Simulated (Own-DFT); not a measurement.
Simulation results for Al$_{16}$O$_{23}$ (corundum with two vacancies, atoms displaced)

All values are calculated (Own-DFT development build). A calculation, not a measurement: plane-wave PBE density functional theory by an unreviewed code, no spin, of a simulated periodic cell, stress positive in tension, free energy of the whole cell less one offset for each atom, defect cell not probed for a lower state with spin; oxygen file: force components 24 meV/angstrom off all-electron in one glass; forces on such cells passed a denser k mesh, this cell's mesh not checked; offsets are fitted by least squares, one for each functional and potential file, so energies compare only between cells with the same atoms and settings and are not formation energies; the far tail of each file's local potential was reset to the Coulomb form; each entry is a single point on an unrelaxed cell, so the pressure reflects the starting lattice, mostly measured values, from which strain is counted, and rises with the displacements; printed positions are rounded, which can move forces by about a meV/angstrom; the program is a retired in-house code; no spin-orbit coupling; before rounding, a Quantum ESPRESSO 7.3.1 run of the same cell and cutoff gave forces within 1 meV/angstrom rms on each cell, which checks the program and not the settings.

## Al$_{16}$O$_{23}$ (corundum with two vacancies, atoms displaced)

```cif
# cell vector a (Å): 5.4940 0.0000 8.6604
# cell vector b (Å): -2.7470 4.7579 8.6604
# cell vector c (Å): -2.7470 -4.7579 8.6604
data_Al16O23
_symmetry_space_group_name_H-M 'P 1'
_symmetry_Int_Tables_number 1
_cell_length_a 10.2561
_cell_length_b 10.2560
_cell_length_c 10.2560
_cell_angle_alpha 55.280
_cell_angle_beta 55.280
_cell_angle_gamma 55.280
_cell_volume 679.15
loop_
_atom_site_label
_atom_site_type_symbol
_atom_site_fract_x
_atom_site_fract_y
_atom_site_fract_z
_atom_site_occupancy
Al1 Al 0.17326 0.17616 0.18372 1
Al2 Al 0.32268 0.32395 0.32636 1
Al3 Al 0.42117 0.42889 0.42433 1
Al4 Al 0.07007 0.08116 0.07586 1
O1 O 0.28608 0.47170 0.12358 1
O2 O 0.47897 0.11988 0.27367 1
O3 O 0.12581 0.27761 0.47173 1
O4 O 0.22298 0.02509 0.37529 1
O5 O 0.02426 0.37975 0.21395 1
O6 O 0.37896 0.22728 0.02060 1
Al5 Al 0.17528 0.17576 0.67537 1
Al6 Al 0.32539 0.32350 0.82502 1
Al7 Al 0.43001 0.42119 0.92761 1
Al8 Al 0.07490 0.07558 0.57480 1
O7 O 0.27794 0.47697 0.62576 1
O8 O 0.47163 0.12680 0.77481 1
O9 O 0.11932 0.27154 0.97803 1
O10 O 0.21992 0.02403 0.87438 1
O11 O 0.03153 0.37406 0.71637 1
O12 O 0.37940 0.21951 0.52475 1
Al9 Al 0.17796 0.67368 0.17787 1
Al10 Al 0.32299 0.82100 0.32444 1
Al11 Al 0.42565 0.93341 0.42388 1
Al12 Al 0.07721 0.57080 0.07478 1
O13 O 0.27324 0.97759 0.13091 1
O14 O 0.47302 0.62483 0.28004 1
O15 O 0.22729 0.52393 0.38046 1
O16 O 0.03332 0.87587 0.22132 1
O17 O 0.37193 0.72442 0.03063 1
Al13 Al 0.18155 0.67462 0.67464 1
Al14 Al 0.33028 0.82505 0.82203 1
Al15 Al 0.41990 0.93497 0.92488 1
Al16 Al 0.07256 0.56808 0.57474 1
O18 O 0.27248 0.97615 0.62564 1
O19 O 0.47668 0.62570 0.77553 1
O20 O 0.12334 0.78172 0.96930 1
O21 O 0.22957 0.51772 0.87742 1
O22 O 0.02764 0.86514 0.73113 1
Al17 Al 0.67509 0.17680 0.17239 1
Al18 Al 0.82254 0.32281 0.32609 1
Al19 Al 0.91948 0.42760 0.43050 1
Al20 Al 0.57308 0.07523 0.07239 1
O23 O 0.77853 0.47112 0.12223 1
O24 O 0.96547 0.12988 0.27536 1
O25 O 0.63005 0.26990 0.47383 1
O26 O 0.71805 0.02929 0.37110 1
O27 O 0.52487 0.37306 0.22665 1
O28 O 0.86901 0.22233 0.03109 1
Al21 Al 0.68101 0.17585 0.67223 1
Al22 Al 0.81646 0.32131 0.82540 1
Al23 Al 0.92532 0.43226 0.92363 1
Al24 Al 0.57723 0.07173 0.57046 1
O29 O 0.77219 0.47315 0.62584 1
O30 O 0.96592 0.12647 0.77966 1
O31 O 0.62094 0.28388 0.96786 1
O32 O 0.71438 0.02735 0.87954 1
O33 O 0.53297 0.37339 0.71949 1
O34 O 0.87068 0.22420 0.53251 1
Al25 Al 0.67877 0.68269 0.17140 1
Al26 Al 0.81945 0.82311 0.32672 1
Al27 Al 0.92680 0.92597 0.42577 1
Al28 Al 0.57211 0.57380 0.07170 1
O35 O 0.77990 0.97244 0.12308 1
O36 O 0.96731 0.62814 0.28111 1
O37 O 0.62771 0.78258 0.46606 1
O38 O 0.72131 0.52937 0.37943 1
O39 O 0.52947 0.87103 0.22270 1
O40 O 0.87237 0.71792 0.03173 1
Al29 Al 0.67082 0.68246 0.67704 1
Al30 Al 0.82265 0.82024 0.82888 1
Al31 Al 0.92553 0.92411 0.92567 1
Al32 Al 0.57841 0.57112 0.57333 1
O41 O 0.77860 0.96791 0.62643 1
O42 O 0.96976 0.62914 0.78032 1
O43 O 0.62999 0.77326 0.97110 1
O44 O 0.71781 0.53181 0.87308 1
O45 O 0.52627 0.87402 0.72744 1
O46 O 0.87600 0.72249 0.53400 1
```

- functional: PBE
- potential files: PseudoDojo norm-conserving, scalar-relativistic, standard set
- wave cutoff: 72 hartree
- occupations: Fermi-Dirac
- smearing width: 0.1 eV
- k mesh: 3 x 3 x 3 centred on Gamma
- free energy of cell above offsets: -53.619 eV
- pressure: 7.21 GPa
- stress xx: -7.76 GPa
- stress yy: -7.27 GPa
- stress zz: -6.59 GPa
- stress yz: -0.69 GPa
- stress xz: 0.33 GPa
- stress xy: -0.26 GPa

Force:
```tsv
element	x (eV/Å)	y (eV/Å)	z (eV/Å)
Al	0.659	0.72	-0.828
Al	0.84	-0.091	0.04
Al	0.876	-0.609	1.424
Al	0.199	-0.494	-1.048
O	-0.957	-0.224	-0.379
O	-1.267	0.787	0.321
O	-0.327	0.473	-0.428
O	-0.731	0.144	1.06
O	-0.074	-1.002	0.908
O	-0.652	-1.6	-0.355
Al	-0.002	-0.3	0.448
Al	0.026	0.041	-0.35
Al	-0.646	1.518	-0.458
Al	-0.07	-0.813	-0.911
O	0.37	-0.484	-0.953
O	-0.32	-0.19	0.014
O	0.743	1.535	0.883
O	-0.452	0.258	0.986
O	-0.709	-0.561	0.047
O	-0.659	-0.393	-0.332
Al	-0.603	0.668	0.223
Al	-1.046	-1.15	0.214
Al	0.526	-1.276	-1.11
Al	-0.171	0.886	-0.017
O	0.988	0.605	-0.66
O	0.394	-0.115	-0.433
O	-0.608	0.965	-1.253
O	-0.291	-0.36	-0.544
O	0.288	-0.039	0.131
Al	0.794	0.858	0.05
Al	-0.982	-0.541	-0.981
Al	0.379	-0.94	0.37
Al	-0.448	0.524	1.54
O	0.767	-0.105	0.084
O	-0.67	-0.174	-0.082
O	0.583	-0.883	0.061
O	-1.074	0.6	0.303
O	-0.426	1.497	0.627
Al	-0.023	-0.318	0.474
Al	-0.314	0.9	-0.509
Al	0.43	0.395	0.069
Al	0.19	-0.514	-0.243
O	-0.555	-0.439	0.411
O	-0.09	-0.721	0.684
O	-0.684	0.82	-0.138
O	0.289	-0.711	0.54
O	0.427	0.591	-0.16
O	0.474	0.794	-0.088
Al	-0.958	-0.728	-0.719
Al	0.367	0.602	1.342
Al	-0.108	-0.565	-0.627
Al	-0.183	0.074	0.536
O	0.594	-0.166	0.783
O	0.416	0.168	-0.182
O	0.537	-1.228	0.418
O	0.896	0.311	0.06
O	-0.062	-0.142	-0.137
O	1.441	0.318	0.334
Al	-0.444	-1.588	-1.229
Al	0.721	1.143	0.913
Al	0.931	-0.419	0.328
Al	0.08	-0.229	0.914
O	-0.01	0.145	-0.368
O	1.084	-0.476	-0.084
O	-0.89	-0.844	0.027
O	0.858	0.668	-0.994
O	-0.717	0.537	0.525
O	0.852	0.387	1.056
Al	0.909	-0.424	-0.165
Al	0.199	0.795	-0.072
Al	-0.08	-0.238	0.21
Al	-1.85	0.49	-0.393
O	-0.165	0.132	0.31
O	1.098	-0.393	-0.713
O	-1.326	0.381	-0.449
O	0.597	-0.324	-0.008
O	0.139	0.787	-0.087
O	-0.314	0.296	-1.178
```
